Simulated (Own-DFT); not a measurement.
# Point defects and the pressure they add: zincblende GaAs

No measurement is shown. These are fixed-geometry runs of a retired plane-wave code named Own-DFT, which no person has reviewed; spin and spin-orbit coupling are neglected.

Settings: PBE; PseudoDojo norm-conserving scalar-relativistic files; cutoff 42 hartree; 3 x 3 x 3 k mesh centred on Gamma; Fermi-Dirac smearing of 0.1 eV.

Keep in mind (not all hold for every row): not probed for a lower state with spin; forces not confirmed at this smearing and k mesh; stress not checked against mesh or cutoff.

All runs share one cell, with vectors in Å (11.737, 0.000, 0.000); (0.000, 11.737, 0.000); (0.000, 0.000, 10.833) and a volume of 1492.4 Å³, strained against the parent crystal. u is the rms random offset of the atoms per axis. The defect's site can differ from row to row.

```
cell,formula,u (Å),P (GPa)
no defect,As32Ga32,0.0280,1.21
no defect,As32Ga32,0.0492,1.53
no defect,As32Ga32,0.0528,1.64
one In on a Ga site,As32Ga31In,0.0476,2.09
one In on a Ga site,As32Ga31In,0.0481,2.11
one In on a Ga site,As32Ga31In,0.0519,2.22
one P on an As site,As31Ga32P,0.0284,1.01
one P on an As site,As31Ga32P,0.0287,1.02
one P on an As site,As31Ga32P,0.0287,1.03
one As vacancy and one Ga vacancy,As31Ga31,0.0274,0.81
one As vacancy and one Ga vacancy,As31Ga31,0.0279,0.93
one As vacancy and one Ga vacancy,As31Ga31,0.0480,1.13
one Al on a Ga site,AlAs32Ga31,0.0280,1.22
one Al on a Ga site,AlAs32Ga31,0.0306,1.21
one Al on a Ga site,AlAs32Ga31,0.0474,1.46
one Al on a Ga site,AlAs32Ga31,0.0551,?
```

## Analysis

P = P0 + c u² + a shift for each defect gives P0 = 1.08 GPa, c = 192 ± 15 GPa/Å² and a scatter of 0.03 GPa. The shifts, and each times the cell's volume:

- one In on a Ga site: 0.60 ± 0.03 GPa, 5.6 eV
- one Al on a Ga site: -0.03 ± 0.03 GPa, -0.3 eV (not resolved)
- one P on an As site: -0.22 ± 0.03 GPa, -2.0 eV
- one As vacancy and one Ga vacancy: -0.37 ± 0.03 GPa, -3.4 eV

A positive shift means that the defect pushes the cell outwards. Shift times volume (160.2 GPa Å³ is 1 eV) depends little on the cell's size, so, taken for each site, it can be compared between cells at like pressure. The atoms around the defects weren't relaxed, which would change these numbers.

## The run left out

The question: what pressure belongs in the blank (one Al on a Ga site, u = 0.0551 Å)?

The fitted form gives 1.63 ± 0.05 GPa. The run itself gave 1.64 GPa.
